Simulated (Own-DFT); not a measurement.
# Shaking the atoms of grey tin, 64 atoms (Sn64)

These are calculations, not measurements. They come from Own-DFT, an in-house plane-wave density functional program, since retired, whose code no person has reviewed. Each row is one single-point run on a periodic cell that was not relaxed, without spin or spin-orbit coupling.

Settings of every run: PBE; PseudoDojo norm-conserving scalar-relativistic files; cutoff 42 hartree; 3 x 3 x 3 k mesh centred on Gamma; cold (Marzari-Vanderbilt) smearing of 0.2 eV.

Known limits: forces on such cells moved up to 12 meV/angstrom on a denser k mesh; stress not checked against mesh or cutoff.

Cell vectors in Å: (12.978, 0.000, 0.000); (0.000, 12.978, 0.000); (0.000, 0.000, 12.978). In each run every atom was moved at random and independently from its ideal site; u is the rms move along one axis. E is the free energy for each atom above the fitted value at u = 0, and F the rms of the force components.

```
run   u (Å)  E (meV/atom)  F (eV/Å)  largest force (eV/Å)  P (GPa)
  1  0.0194           4.5     0.211                  0.67     3.38
  2  0.0197           5.0     0.225                  0.71     3.39
  3  0.0215             ?         ?                     ?        ?
  4  0.0491          29.3     0.561                  2.08     3.60
  5  0.0502          34.5     0.586                  2.47     3.66
  6  0.0940         110.6     1.072                  3.34     4.33
  7  0.1043         135.3     1.153                  3.95     4.57
  8  0.1536         344.8     2.408                 10.14     6.55
```

## Worked fit

For small independent moves the energy grows as E = (3/2) K u², with K the mean stiffness felt by one atom. The runs with u up to 0.11 Å give K = 8.4 ± 0.2 eV/Å², with residuals divided by u² + 0.0006 Å², since the noise grows with the moves. The scatter is 1.5 meV/atom at u = 0.05 Å. The forces follow F = G u with G = 11.3 eV/Å²; no force at u = 0 is resolved. G exceeds K because the moves of its neighbours add to the force on an atom, and stiffness differs between atoms. At u = 0.154 Å the parabola gives 299 meV/atom and the run 345. The pressure follows P = 3.35 + 112 u² GPa: at fixed volume, shortened bonds push harder than stretched ones pull.

## Withheld run

Question: what energy and rms force should run 3 give?

The fit gives 6 ± 1 meV/atom and about 0.24 eV/Å. The calculation gave 5.3 meV/atom and 0.232 eV/Å.
